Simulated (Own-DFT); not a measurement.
# How strain changes the stress of wurtzite GaN, 72 atoms (Ga36N36)

These are calculations, not measurements. They come from Own-DFT, an in-house plane-wave density functional program, since retired, whose code no person has reviewed. Each row is one single-point run on a periodic cell that was not relaxed, without spin or spin-orbit coupling.

Settings of every run: PBE; PseudoDojo norm-conserving scalar-relativistic files (stringent for Ga); cutoff 96 hartree; 4 x 4 x 3 k mesh centred on Gamma; Gaussian smearing of 0.01 eV.

Known limits: forces not confirmed at this smearing and k mesh; stress not checked against mesh or cutoff.

Unstrained cell vectors in Å: (9.567, 0.000, 0.000); (-4.784, 8.285, 0.000); (0.000, 0.000, 10.370). The unstrained cell has measured lattice constants (interpolated for alloys), not those of this functional. That, the random moves and any unrelaxed bonds set the pressure at no strain. Each run strains this cell uniformly, with the atoms carried along. Every atom was also moved at random, by a Gaussian of width 0.05 Å on each axis. Strain is the symmetric tensor, in per cent. Stress is positive in tension, and the pressure is minus a third of its trace.

| run | e_xx (%) | e_yy (%) | e_zz (%) | e_yz (%) | e_xz (%) | e_xy (%) | s_xx (GPa) | s_yy (GPa) | s_zz (GPa) | s_yz (GPa) | s_xz (GPa) | s_xy (GPa) | P (GPa) | E (meV/atom) |
|---|---|---|---|---|---|---|---|---|---|---|---|---|---|---|
| 1 | -1.10 | -0.02 | 0.97 | 1.88 | -0.93 | -1.89 | -10.49 | -8.57 | -3.54 | 4.07 | -1.15 | -6.58 | 7.53 | 13.9 |
| 2 | -1.56 | 1.94 | -0.29 | -1.06 | 0.57 | 1.41 | -12.95 | -0.22 | -8.85 | -2.24 | 1.17 | 4.87 | 7.34 | 17.9 |
| 3 | -1.30 | -1.11 | 0.86 | 1.22 | 0.40 | 1.53 | -13.39 | -14.25 | -5.25 | 4.23 | 1.00 | 5.44 | 10.97 | 31.4 |
| 4 | -0.13 | -0.75 | -0.75 | 1.71 | -1.81 | -1.09 | -8.97 | -9.81 | -13.55 | 4.24 | -4.06 | -4.54 | 10.78 | 29.1 |
| 5 | 0.73 | -1.66 | -1.26 | -1.85 | -0.31 | -1.79 | -5.69 | -16.19 | -15.05 | -3.78 | -0.47 | -4.46 | 12.31 | 43.2 |
| 6 | -1.87 | -0.85 | 1.10 | 0.79 | 1.96 | 0.29 | -14.99 | -9.49 | -7.24 | 1.62 | 3.66 | -0.11 | 10.57 | 28.9 |
| 7 | 1.28 | 0.78 | -1.35 | 1.05 | 0.04 | -1.69 | -1.24 | -3.54 | -11.44 | 2.62 | 0.34 | -4.26 | 5.41 | 0.0 |
| 8 | -1.97 | -0.03 | -1.83 | -0.15 | 1.16 | -0.28 | -16.09 | -10.49 | -18.87 | 0.31 | 2.16 | -0.97 | 15.15 | 25.9 |
| 9 | 1.06 | 0.24 | 0.29 | 1.44 | -0.55 | -0.41 | -2.60 | -4.85 | -4.46 | 2.91 | -0.99 | -1.53 | 3.97 | 4.3 |
| 10 | -1.29 | 0.50 | -1.72 | -1.55 | 1.83 | -0.46 | -15.08 | -7.93 | -15.42 | -3.18 | 4.15 | -1.81 | 12.81 | 39.4 |
| 11 | -0.88 | -0.96 | -1.24 | 0.05 | -1.10 | -0.11 | -12.39 | -13.58 | -15.29 | -0.11 | -1.11 | -0.16 | 13.75 | 29.6 |
| 12 | -0.85 | 0.94 | -1.93 | -0.57 | 1.72 | 1.18 | -10.65 | -6.03 | -16.78 | -1.92 | 3.80 | 2.92 | 11.16 | 36.1 |
| 13 | 1.61 | -0.68 | 0.46 | -1.45 | -0.82 | -0.94 | -1.95 | -8.79 | -3.93 | -3.65 | -1.72 | -2.16 | 4.89 | 20.1 |
| 14 | -1.61 | 1.29 | 0.50 | 0.30 | -1.30 | -0.85 | -14.51 | -3.69 | -3.42 | 1.21 | -2.86 | -2.92 | 7.21 | 21.4 |
| 15 | -0.42 | -1.58 | -0.38 | -0.29 | -0.66 | 0.21 | ? | ? | ? | ? | ? | ? | ? | ? |

E is the free energy for each atom above the lowest run shown.

## Worked fit

Each stress component was fitted by least squares to a constant and the strains of the runs shown, as fractions, with shears doubled. Shear strains stay in the fit of a normal stress only where such slopes are resolved. The slopes, in GPa:

| stress | at no strain | per e_xx | per e_yy | per e_zz | scatter |
|---|---|---|---|---|---|
| s_xx | -7.5 | 423 ± 22 | 55 ± 26 | 41 ± 24 | 0.94 |
| s_yy | -7.4 | 84 ± 28 | 437 ± 33 | 82 ± 30 | 1.20 |
| s_zz | -7.4 | 118 ± 25 | 150 ± 30 | 489 ± 27 | 1.07 |

Each shear stress against twice its own strain: yz 114 ± 9, xz 99 ± 8, xy 162 ± 12 GPa. These are stiffnesses along x, y and z of the frame in which the cell vectors are given, which need not be the crystal's axes. The atoms are held to the strained lattice; where symmetry lets them move under strain, relaxing them would lower some slopes. The table should be nearly symmetric about its diagonal, and what it lacks of that shows the noise. A ninth of its sum, 209 ± 5 GPa, estimates the bulk modulus near the mean pressure of these runs, 9.6 GPa, so it lies above the value at zero pressure.

## Withheld run

Question: what normal stresses and pressure should run 15 give?

The fit gives s_xx = -10.3, s_yy = -15.0, s_zz = -12.1 and P = 12.5 GPa. The calculation gave -11.52, -16.68, -9.76 and P = 12.65 GPa.
